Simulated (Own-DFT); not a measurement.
# How HSE06 shifts the pressure of corundum Al2O3, 78 atoms (Al32O46), with two O vacancies

Calculated, not measured. Each geometry was run twice at fixed positions with Own-DFT, a retired in-house plane-wave program that no person has reviewed: with PBE, and with HSE06 (exact exchange share 0.25 at short range, screening 0.11 per bohr, Gygi-Baldereschi treatment of its divergence). Both used PseudoDojo norm-conserving files made for PBE, a cutoff of 48 hartree, the Gamma point alone, fixed occupations, a neutral cell and no spin. One k point on a cell 7.9 Å thick isn't converged, and results move with the size of the cell. The oxygen file's force components were 24 meV/Å off all-electron values in a glass.

Unstrained cell vectors in Å: (5.494, 0.000, 8.660); (-2.747, 4.758, 8.660); (-2.747, -4.758, 8.660), volume V0 = 679.1 Å³, from measured lattice constants. Each geometry has its own random strain of a few per cent, its own defect sites and random moves of rms u per axis. HSE06 gave the energy alone. D is its energy less that of PBE, over the lowest D shown. The PBE stress wasn't checked against mesh or cutoff.

| run | V - V0 (Å³) | u (Å) | P with PBE (GPa) | D (eV) |
|---|---|---|---|---|
| 1 | 13.2 | 0.0300 | 2.95 | 1.152 |
| 2 | 18.9 | 0.0449 | 1.99 | 1.485 |
| 3 | -17.7 | 0.0339 | 14.16 | 0.000 |
| 4 | -1.5 | 0.0286 | 8.47 | 0.574 |
| 5 | 21.2 | 0.0529 | 2.71 | 1.566 |
| 6 | 5.4 | 0.0481 | 6.66 | 0.959 |
| 7 | 7.4 | 0.0317 | 4.82 | 0.908 |
| 8 | -10.7 | 0.0301 | 11.33 | 0.194 |
| 9 | 5.2 | 0.0280 | 5.89 | 0.817 |
| 10 | 26.2 | 0.0507 | 0.59 | 1.814 |
| 11 | 19.0 | 0.0513 | 3.06 | 1.510 |
| 12 | -2.0 | 0.0290 | 7.74 | 0.552 |
| 13 | 17.4 | 0.0302 | 1.29 | ? |

## Worked fit

D = 0.56 + 0.0387 (V - V0) + 83 u² eV, with an error of 0.0008 on the volume slope, 13 on the last term and a scatter of 0.02 eV. Pressure is -dE/dV, and 1 eV/Å³ is 160.2 GPa, so HSE06 changes the pressure by -6.2 ± 0.1 GPa. With the ions held to the strained lattice, the PBE pressure falls by 234 ± 8 GPa per unit of volume strain; the shape of the strain isn't fitted, so the true error is larger, and a relaxed crystal would be softer. On that slope HSE06's volume at a given pressure is about 2.6 % smaller, or 0.9 % in lengths. At u = 0 and V0 the PBE pressure is 6.6 GPa, which puts the zero-pressure volume, against the measured cell and with the defects in, at +2.8 % for PBE and +0.2 % for HSE06, each good to a few tenths of a per cent.

## Prediction

Q: what D should run 13 give?

The fitted form gives 1.31 eV, with rows scattering by 0.02. DFT gave 1.336 eV.
